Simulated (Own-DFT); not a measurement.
# Hybrid less PBE against volume: corundum Al2O3, 78 atoms (Al32O46), with two O vacancies

These are calculations. Each geometry was run twice at fixed positions with Own-DFT, a retired in-house plane-wave program that no person has reviewed: with PBE, and with HSE06 (exact exchange share 0.25 at short range, screening 0.11 per bohr, Gygi-Baldereschi treatment of its divergence). Both used PseudoDojo norm-conserving files made for PBE, a cutoff of 48 hartree, the Gamma point alone, fixed occupations, a neutral cell and no spin. One k point on a cell 7.9 Å thick isn't converged, and results move with the size of the cell. The oxygen file's force components were 24 meV/Å off all-electron values in a glass.

Unstrained cell vectors in Å: (5.494, 0.000, 8.660); (-2.747, 4.758, 8.660); (-2.747, -4.758, 8.660), volume V0 = 679.1 Å³, from measured lattice constants. Each geometry has its own random strain of a few per cent, its own defect sites and random moves of rms u per axis. HSE06 gave the energy alone. D is its energy less that of PBE, over the lowest D shown. The PBE stress wasn't checked against mesh or cutoff.

| run | V - V0 (Å³) | u (Å) | P with PBE (GPa) | D (eV) |
|---|---|---|---|---|
| 1 | 13.4 | 0.0287 | 2.72 | 0.785 |
| 2 | -10.3 | 0.0494 | 12.86 | 0.053 |
| 3 | -7.0 | 0.0286 | 10.20 | 0.000 |
| 4 | 10.0 | 0.0313 | 4.29 | 0.675 |
| 5 | 6.2 | 0.0480 | 6.77 | 0.617 |
| 6 | 14.7 | 0.0490 | 2.85 | 0.983 |
| 7 | -6.5 | 0.0309 | 9.59 | 0.017 |
| 8 | -0.1 | 0.0310 | 7.69 | 0.310 |
| 9 | 2.8 | 0.0486 | 7.15 | 0.500 |
| 10 | -3.5 | 0.0320 | 8.65 | 0.162 |
| 11 | 14.9 | 0.0528 | 4.20 | 1.030 |
| 12 | 19.7 | 0.0502 | 2.31 | 1.114 |
| 13 | 0.7 | 0.0339 | 7.80 | ? |

## Working it out

D = 0.21 + 0.0373 (V - V0) + 86 u² eV, with an error of 0.0008 on the volume slope, 10 on the last term and a scatter of 0.03 eV. Pressure is -dE/dV, and 1 eV/Å³ is 160.2 GPa, so HSE06 changes the pressure by -6.0 ± 0.1 GPa. With the ions held to the strained lattice, the PBE pressure falls by 240 ± 9 GPa per unit of volume strain; the shape of the strain isn't fitted, so the true error is larger, and a relaxed crystal would be softer. On that slope HSE06's volume at a given pressure is about 2.5 % smaller, or 0.8 % in lengths. At u = 0 and V0 the PBE pressure is 6.7 GPa, which puts the zero-pressure volume, against the measured cell and with the defects in, at +2.8 % for PBE and +0.3 % for HSE06, each good to a few tenths of a per cent.

## The run left out

Question: what D should run 13 give?

The fitted form gives 0.33 eV, with rows scattering by 0.03. The run itself gave 0.286 eV.
